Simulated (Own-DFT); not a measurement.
## Calculated data, AlGa3N4 (wurtzite random alloy, strained, atoms displaced)

All values are calculated (Own-DFT development build). A calculation, not a measurement: plane-wave PBE density functional theory by an unreviewed code, no spin, of a simulated periodic cell, stress positive in tension, free energy of the whole cell less one offset for each atom, forces on such cells passed a denser k mesh, this cell's mesh not checked; offsets are fitted by least squares, one for each functional and potential file, so energies compare only between cells with the same atoms and settings and are not formation energies; the far tail of each file's local potential was reset to the Coulomb form; each entry is a single point on an unrelaxed cell, so the pressure reflects the starting lattice, mostly measured values, from which strain is counted, and rises with the displacements; printed positions are rounded, which can move forces by about a meV/angstrom; the program is a retired in-house code; no spin-orbit coupling.

Settings shared by all entries: functional PBE; potential files PseudoDojo norm-conserving, scalar-relativistic, standard set; wave cutoff 42 hartree; occupations Fermi-Dirac; smearing width 0.1 eV; k mesh 4 x 4 x 3 centred on Gamma.

(1) AlGa3N4 (wurtzite random alloy, strained, atoms displaced)

```
CELL_PARAMETERS angstrom
9.67570 0.00000 0.00000
-4.83780 8.37940 0.00000
0.00000 0.00000 10.26850
ATOMIC_POSITIONS crystal
Al 0.11249 0.22944 0.99154
Ga 0.22402 0.10548 0.25733
N 0.10947 0.22028 0.18589
N 0.22493 0.10121 0.44058
Ga 0.11668 0.22641 0.49537
Ga 0.21788 0.11396 0.74639
N 0.10223 0.21799 0.68858
N 0.22226 0.11564 0.94210
Al 0.11841 0.55928 0.00373
Ga 0.20951 0.44356 0.24958
N 0.10514 0.55819 0.18205
N 0.22229 0.44210 0.44147
Ga 0.10534 0.54370 0.50097
Ga 0.21688 0.44718 0.75248
N 0.11968 0.56518 0.69167
N 0.21563 0.44343 0.93234
Ga 0.10947 0.88128 0.00388
Al 0.22733 0.79119 0.25524
N 0.10646 0.88154 0.18537
N 0.22598 0.77952 0.43971
Ga 0.10738 0.88803 0.50781
Ga 0.22016 0.77190 0.75347
N 0.11530 0.88781 0.68758
N 0.22392 0.77761 0.94065
Ga 0.43277 0.21739 0.00308
Al 0.56697 0.10410 0.25584
N 0.44454 0.21585 0.19588
N 0.54773 0.10112 0.43177
Ga 0.44860 0.21297 0.50895
Ga 0.55938 0.10977 0.75167
N 0.44685 0.22363 0.69437
N 0.55094 0.11572 0.93653
Al 0.44026 0.55540 0.99900
Ga 0.55416 0.43969 0.24783
N 0.44262 0.55389 0.19543
N 0.55646 0.44013 0.43543
Ga 0.44785 0.55872 0.50259
Ga 0.55011 0.44550 0.73671
N 0.44182 0.55536 0.68270
N 0.55257 0.44144 0.92779
Ga 0.45229 0.89663 0.99731
Al 0.55614 0.77995 0.25754
N 0.43850 0.88214 0.18497
N 0.55764 0.78210 0.43674
Ga 0.44365 0.88084 0.49042
Al 0.54395 0.78084 0.74748
N 0.44977 0.88911 0.69026
N 0.56064 0.77612 0.93709
Ga 0.78058 0.23274 0.99063
Ga 0.88517 0.11442 0.24277
N 0.77110 0.21380 0.19165
N 0.89909 0.12070 0.43420
Al 0.78680 0.22622 0.49747
Ga 0.88876 0.11065 0.75420
N 0.79258 0.22702 0.68817
N 0.88721 0.11248 0.93604
Ga 0.77711 0.55497 0.99870
Ga 0.89023 0.44305 0.25113
N 0.76801 0.55330 0.20364
N 0.88905 0.44628 0.44028
Al 0.78100 0.56043 0.50595
Ga 0.87762 0.44045 0.75146
N 0.77597 0.55831 0.69057
N 0.89384 0.44679 0.93684
Ga 0.77229 0.89292 0.99661
Ga 0.89362 0.78469 0.24725
N 0.77841 0.87856 0.18674
N 0.89039 0.77809 0.44384
Ga 0.76519 0.88062 0.50714
Ga 0.89453 0.78162 0.74699
N 0.76903 0.88653 0.68026
N 0.89154 0.77722 0.94323
```

* free energy of cell above offsets: 6.423 eV
* pressure: 0.65 GPa
* stress xx: 1.61 GPa
* stress yy: 2.59 GPa
* stress zz: -6.17 GPa
* stress yz: 0.36 GPa
* stress xz: -0.35 GPa
* stress xy: -0.03 GPa

Force:
```
element  x (eV/Å)  y (eV/Å)  z (eV/Å)
     Al     0.306    -1.159     1.228
     Ga     -0.48     0.516    -1.387
      N     0.031     0.218    -0.821
      N    -0.586     1.065     1.028
     Ga     0.249    -1.278     0.288
     Ga     0.725    -0.271     0.805
      N     0.878     0.844    -0.088
      N    -1.509    -0.767    -0.636
     Al    -0.807    -0.006    -1.278
     Ga     1.437    -0.077    -0.199
      N      0.43     0.776     1.086
      N     0.072     0.808    -0.437
     Ga     0.163     1.532     0.158
     Ga     0.625    -0.507    -1.757
      N    -1.118    -1.797    -0.646
      N     0.612     0.673     2.498
     Ga    -0.269     1.089    -1.195
     Al    -0.062    -1.364    -0.756
      N     1.231     0.595      1.67
      N      -0.7    -0.931    -0.617
     Ga      0.54    -0.406    -1.657
     Ga     0.159     1.693    -0.236
      N     -0.24     0.322     1.639
      N     0.467    -0.654     0.409
     Ga     0.929     1.129     0.194
     Al    -2.495    -0.002    -1.675
      N     0.849    -0.578    -0.542
      N     1.925     0.981     1.543
     Ga    -0.714     0.709    -1.624
     Ga    -0.169     0.274    -0.756
      N     0.023     -0.78    -0.427
      N     0.983    -0.057      0.61
     Al     0.969    -0.224     0.336
     Ga     -1.15    -0.502     0.477
      N    -0.757     0.838    -1.323
      N     0.393     0.501     2.118
     Ga     0.197    -0.941    -1.991
     Ga     0.413     0.182     1.415
      N    -0.806     1.122     1.762
      N    -0.823     0.632     1.613
     Ga    -0.252    -0.677      0.02
     Al     0.466    -0.974    -2.306
      N     0.875      0.72     1.719
      N     0.176    -1.052    -0.362
     Ga    -0.958     0.916     1.592
     Al     2.487    -1.018     0.433
      N    -1.084     0.222    -0.551
      N    -1.646    -0.794    -0.915
     Ga    -0.319    -1.326     1.215
     Ga     1.829    -1.152     0.581
      N    -0.427     1.177    -1.123
      N    -1.396    -0.747     0.522
     Al    -0.218    -0.603    -0.072
     Ga     0.005    -0.805    -1.482
      N    -1.786    -0.353    -1.027
      N     0.503     0.607     1.252
     Ga    -0.776    -0.223     0.613
     Ga    -1.141     0.216    -0.308
      N      2.13     0.487    -2.108
      N    -0.666    -0.616     0.854
     Al    -0.291    -0.486    -1.572
     Ga      1.03     0.964    -0.569
      N     0.358    -0.087    -0.857
      N     0.395     1.081     0.842
     Ga     1.628    -0.502     0.602
     Ga    -0.044    -1.402      1.12
      N    -2.483      1.22     0.338
      N    -0.568     -0.59    -0.025
     Ga     1.807     1.559    -2.957
     Ga    -0.832    -0.083     0.709
      N    -0.134    -0.174     3.928
      N    -0.588     0.295    -0.932
```

(2) AlGa3N4 (wurtzite random alloy, strained, atoms displaced)

```
CELL_PARAMETERS angstrom
9.67570 0.00000 0.00000
-4.83780 8.37940 0.00000
0.00000 0.00000 10.26850
ATOMIC_POSITIONS crystal
Ga 0.10702 0.22887 0.99882
Ga 0.21705 0.11050 0.25019
N 0.11754 0.22508 0.19780
N 0.21896 0.10700 0.43413
Ga 0.10900 0.22146 0.49193
Ga 0.23379 0.11929 0.75484
N 0.10762 0.22826 0.69078
N 0.22972 0.11424 0.93735
Ga 0.10504 0.55366 0.00221
Al 0.22689 0.44821 0.24213
N 0.11185 0.54960 0.19627
N 0.22299 0.43585 0.43861
Ga 0.11206 0.55910 0.49944
Ga 0.21976 0.44318 0.75613
N 0.10923 0.54922 0.68977
N 0.22800 0.44798 0.94342
Al 0.10341 0.88055 0.00352
Ga 0.21824 0.77634 0.25260
N 0.11487 0.89278 0.18877
N 0.23331 0.78170 0.44083
Al 0.11497 0.88423 0.49804
Al 0.22063 0.76883 0.75150
N 0.11307 0.88525 0.69486
N 0.21547 0.76970 0.94541
Ga 0.44585 0.22974 0.00691
Al 0.55344 0.10385 0.24736
N 0.44382 0.21511 0.18877
N 0.54932 0.10782 0.44094
Ga 0.45214 0.22175 0.49963
Ga 0.55382 0.11794 0.74844
N 0.44064 0.22689 0.69130
N 0.56188 0.11269 0.93001
Al 0.44338 0.54696 0.99878
Ga 0.55362 0.44391 0.24983
N 0.44165 0.55271 0.19670
N 0.56204 0.44836 0.44014
Ga 0.45271 0.55975 0.50074
Ga 0.55816 0.44794 0.75023
N 0.44370 0.55214 0.69288
N 0.55610 0.44868 0.94623
Al 0.43673 0.88150 0.98785
Ga 0.55197 0.76707 0.25067
N 0.44441 0.88591 0.18341
N 0.55239 0.77125 0.44066
Ga 0.45380 0.90197 0.50651
Ga 0.55506 0.77577 0.74665
N 0.45450 0.90405 0.68832
N 0.55027 0.77233 0.93392
Ga 0.76995 0.21941 0.99492
Ga 0.88643 0.10755 0.24621
N 0.78644 0.22931 0.19184
N 0.88334 0.10897 0.43117
Ga 0.77623 0.22261 0.49718
Ga 0.88559 0.10527 0.75656
N 0.77152 0.22114 0.69796
N 0.88905 0.10905 0.93575
Ga 0.78278 0.55761 0.00085
Ga 0.88068 0.43759 0.24204
N 0.77820 0.54951 0.19813
N 0.89170 0.44755 0.44257
Al 0.77711 0.55259 0.50681
Ga 0.88678 0.44532 0.75027
N 0.77784 0.55776 0.68531
N 0.87994 0.44556 0.93959
Ga 0.77379 0.88629 0.99244
Ga 0.89835 0.78686 0.25362
N 0.78585 0.88776 0.18730
N 0.88829 0.77896 0.44077
Ga 0.77476 0.88266 0.49816
Al 0.88539 0.76767 0.75257
N 0.77639 0.87746 0.69340
N 0.88163 0.78430 0.93595
```

- free energy of cell above offsets: 5.724 eV
- pressure: 0.33 GPa
- stress xx: 1.81 GPa
- stress yy: 1.18 GPa
- stress zz: -3.97 GPa
- stress yz: -0.03 GPa
- stress xz: 0 GPa
- stress xy: 0.63 GPa

Force:
```
element  x (eV/Å)  y (eV/Å)  z (eV/Å)
     Ga     1.277    -1.145     0.599
     Ga     1.178      0.21    -0.257
      N    -1.205     0.813    -1.599
      N     0.704    -0.752     1.616
     Ga     0.014    -0.429     1.079
     Ga    -2.142    -1.215    -0.939
      N     0.627    -1.163    -0.174
      N    -0.903    -1.004     1.782
     Ga     0.448    -0.487     0.526
     Al    -0.378    -0.983     2.013
      N    -0.365     0.345    -0.765
      N      -0.3     1.907    -1.035
     Ga      1.11    -0.935    -0.407
     Ga     0.378    -0.184    -1.163
      N    -0.214     1.521     0.739
      N    -0.387     0.233      0.56
     Al     0.073     1.296    -1.015
     Ga     1.045     0.024    -0.506
      N    -0.018    -0.795     -0.81
      N    -1.306     0.127     0.414
     Al    -0.671     0.693     0.814
     Al    -0.488     0.947    -0.332
      N     0.037    -0.748    -0.647
      N    -0.266      1.22    -1.276
     Ga     0.551    -1.052    -1.248
     Al     0.021     0.206    -0.104
      N      0.53     0.237     1.328
      N     1.232     0.948    -1.858
     Ga    -2.156     0.648    -0.074
     Ga     0.005     0.219    -0.204
      N      1.35     0.571    -0.789
      N    -1.697    -1.402     2.058
     Al    -0.497     1.598     0.573
     Ga     0.591    -0.525     0.404
      N     0.075    -0.637    -2.203
      N     0.668    -0.309     0.515
     Ga    -1.083    -1.716     0.197
     Ga    -0.208    -0.187      0.39
      N    -0.428     0.352    -0.209
      N     0.283     0.096    -0.538
     Al     0.755     0.748     1.205
     Ga    -0.055      1.74    -0.259
      N     0.124     0.542    -0.279
      N     -0.24     1.413    -0.025
     Ga     0.249    -2.069    -0.971
     Ga    -0.064      0.21    -0.147
      N    -0.889    -2.445     1.391
      N    -0.724    -0.439     1.301
     Ga     0.958     0.143     0.622
     Ga     0.387     0.354    -0.224
      N     -1.42    -2.784    -1.067
      N    -0.035    -0.392     1.417
     Ga     0.574     0.219     0.682
     Ga     0.132     0.215    -2.394
      N     0.935     0.327    -1.373
      N    -0.539     0.508     1.937
     Ga    -1.565     0.668     0.977
     Ga     1.325     1.338      2.07
      N    -0.956     1.512    -1.442
      N     -1.07     0.058    -0.086
     Al      0.27      0.47    -2.083
     Ga     0.287     -0.42    -0.501
      N      0.14     0.084     0.996
      N     1.552    -0.281    -0.031
     Ga    -0.995     0.333      1.12
     Ga    -0.308    -1.321     -0.13
      N    -1.271     -0.27    -0.369
      N     1.585    -0.819     0.811
     Ga    -0.028     0.875     0.496
     Al     0.258     1.564    -0.765
      N     0.327      0.55    -0.378
      N     2.812    -1.177     0.049
```

(3) AlGa3N4 (wurtzite random alloy, strained, atoms displaced)

```
CELL_PARAMETERS angstrom
9.67570 0.00000 0.00000
-4.83780 8.37940 0.00000
0.00000 0.00000 10.26850
ATOMIC_POSITIONS crystal
Ga 0.10996 0.22548 0.99819
Ga 0.21968 0.11441 0.25064
N 0.10505 0.21352 0.18529
N 0.21539 0.10412 0.44001
Ga 0.10847 0.21221 0.49531
Ga 0.22720 0.11601 0.75626
N 0.11515 0.23121 0.68943
N 0.22027 0.11090 0.93988
Ga 0.10831 0.55973 0.00206
Ga 0.21187 0.44627 0.24627
N 0.11337 0.55284 0.19194
N 0.21624 0.44609 0.44501
Ga 0.11012 0.56221 0.48859
Ga 0.22059 0.45354 0.74332
N 0.10531 0.55842 0.69282
N 0.22841 0.43525 0.93341
Al 0.12468 0.88951 0.99493
Al 0.22878 0.78695 0.25242
N 0.11550 0.89603 0.20146
N 0.21627 0.77323 0.44486
Ga 0.11050 0.88635 0.49466
Ga 0.23038 0.78611 0.74364
N 0.11372 0.88641 0.68999
N 0.21987 0.77404 0.94022
Al 0.44873 0.22733 0.99975
Al 0.55049 0.10565 0.25333
N 0.45674 0.23078 0.18995
N 0.55503 0.11630 0.43233
Ga 0.44305 0.22331 0.48902
Ga 0.54458 0.10618 0.74685
N 0.45175 0.22953 0.68493
N 0.55133 0.10908 0.94418
Al 0.44429 0.55321 0.99473
Ga 0.55417 0.43439 0.24309
N 0.42921 0.55006 0.18769
N 0.55438 0.44529 0.43088
Ga 0.44478 0.55535 0.49502
Ga 0.55450 0.44334 0.75650
N 0.44421 0.54325 0.69716
N 0.55338 0.43584 0.93017
Ga 0.43797 0.88270 0.00036
Ga 0.55692 0.78433 0.24655
N 0.45102 0.88635 0.18019
N 0.56493 0.78214 0.44092
Al 0.43724 0.88142 0.49390
Ga 0.55370 0.78265 0.75177
N 0.44299 0.88586 0.68930
N 0.55211 0.77893 0.94149
Ga 0.78093 0.22725 0.98783
Ga 0.89301 0.11963 0.24701
N 0.78127 0.21866 0.18614
N 0.88337 0.10687 0.43513
Ga 0.78040 0.22479 0.50685
Ga 0.89623 0.11151 0.74690
N 0.77044 0.22514 0.68403
N 0.89006 0.11112 0.93702
Ga 0.78217 0.55911 0.00315
Ga 0.88243 0.44248 0.25376
N 0.78311 0.57079 0.19230
N 0.89273 0.44870 0.44672
Al 0.78483 0.55608 0.50117
Ga 0.88477 0.43827 0.74611
N 0.77533 0.55697 0.68923
N 0.89941 0.46241 0.93088
Al 0.77821 0.89054 0.99288
Al 0.89184 0.77671 0.24769
N 0.76936 0.88013 0.18806
N 0.88052 0.76120 0.44465
Ga 0.77619 0.88951 0.49312
Ga 0.87398 0.76287 0.74814
N 0.77409 0.88239 0.69284
N 0.87810 0.77299 0.93200
```

* stress xx: ?
* stress zz: ?
* stress yy: ?

Q: What stress xx does the calculation give for AlGa3N4 (wurtzite random alloy, strained, atoms displaced) (entry 3)?
A: 0.92 GPa

Q: Estimate the stress zz of AlGa3N4 (wurtzite random alloy, strained, atoms displaced) (entry 3).
A: -3.96 GPa

Q: Give the missing stress yy for AlGa3N4 (wurtzite random alloy, strained, atoms displaced) (entry 3).
A: 0.09 GPa

Further results for AlGa3N4 (wurtzite random alloy, strained, atoms displaced) (entry 3):

* free energy of cell above offsets: 7.455 eV
* pressure: 0.98 GPa
* stress yz: 0.15 GPa
* stress xz: -0.35 GPa
* stress xy: 0.73 GPa

Force:
```
element  x (eV/Å)  y (eV/Å)  z (eV/Å)
     Ga     0.336    -0.531     -0.29
     Ga      0.56     0.555    -0.332
      N     0.289     1.229     0.514
      N     0.653      0.53    -0.557
     Ga    -0.996     1.368     1.028
     Ga    -0.274    -0.198    -1.744
      N     0.251    -1.141    -0.572
      N     1.411    -0.543     1.519
     Ga     1.522    -0.932    -0.426
     Ga     2.329    -1.353     1.033
      N    -2.645     2.245    -0.114
      N     0.728     -0.54    -1.023
     Ga     0.737    -1.713     2.382
     Ga     0.526    -0.497     0.348
      N     0.566     0.457    -1.126
      N    -0.958     1.795     0.739
     Al    -2.265     0.353     0.391
     Al     0.051    -0.927    -0.456
      N     0.625    -1.739    -1.829
      N     1.732     2.129    -2.184
     Ga    -1.169    -0.353     1.417
     Ga    -1.317    -1.602     0.659
      N    -0.956     0.816    -0.155
      N    -0.174     0.897    -0.063
     Al    -0.192    -0.744    -0.068
     Al     1.048     0.697    -1.821
      N    -0.164    -3.314    -1.352
      N     0.488     -1.87      0.64
     Ga    -0.165     0.518      1.25
     Ga      0.54       0.7     0.433
      N    -0.687    -1.075    -0.219
      N     -0.46     0.486    -0.706
     Al    -0.205    -0.039     0.413
     Ga    -1.188     3.403     0.859
      N     1.582     0.417    -0.985
      N     1.014     0.179     0.925
     Ga     0.176    -0.281      0.78
     Ga      0.81    -0.108    -2.749
      N    -1.422     2.136    -1.554
      N    -0.266     0.605      4.32
     Ga      0.57     0.617    -1.164
     Ga     0.867    -1.933     0.277
      N     -2.71     1.183     2.972
      N    -2.946    -0.443    -0.414
     Al     0.948     0.923     0.756
     Ga     0.914    -1.325    -0.139
      N     0.271     0.595    -1.798
      N     1.058    -0.646     0.145
     Ga    -0.137    -0.029     0.988
     Ga    -0.128    -1.885    -0.143
      N    -2.106     0.758    -0.035
      N      0.28     0.746     0.559
     Ga    -0.126    -0.351    -2.187
     Ga    -0.617    -0.298    -0.204
      N     0.747    -1.271     2.073
      N    -0.392    -0.509     0.076
     Ga    -0.687    -0.034    -0.742
     Ga     0.343    -0.043    -0.407
      N     0.618    -1.787    -0.433
      N    -1.249    -0.667     -0.94
     Al    -1.555    -1.033     0.518
     Ga    -0.394     1.484     -0.35
      N     0.357    -1.866    -1.368
      N    -0.442      -1.9     1.227
     Al    -0.262      -0.4     0.808
     Al    -1.083      1.27     0.979
      N     1.958     0.954    -0.845
      N     0.231     1.881    -1.651
     Ga     1.344    -0.393     1.267
     Ga     1.154     1.918    -0.283
      N    -0.311     1.113    -0.912
      N     1.015     1.357     2.037
```
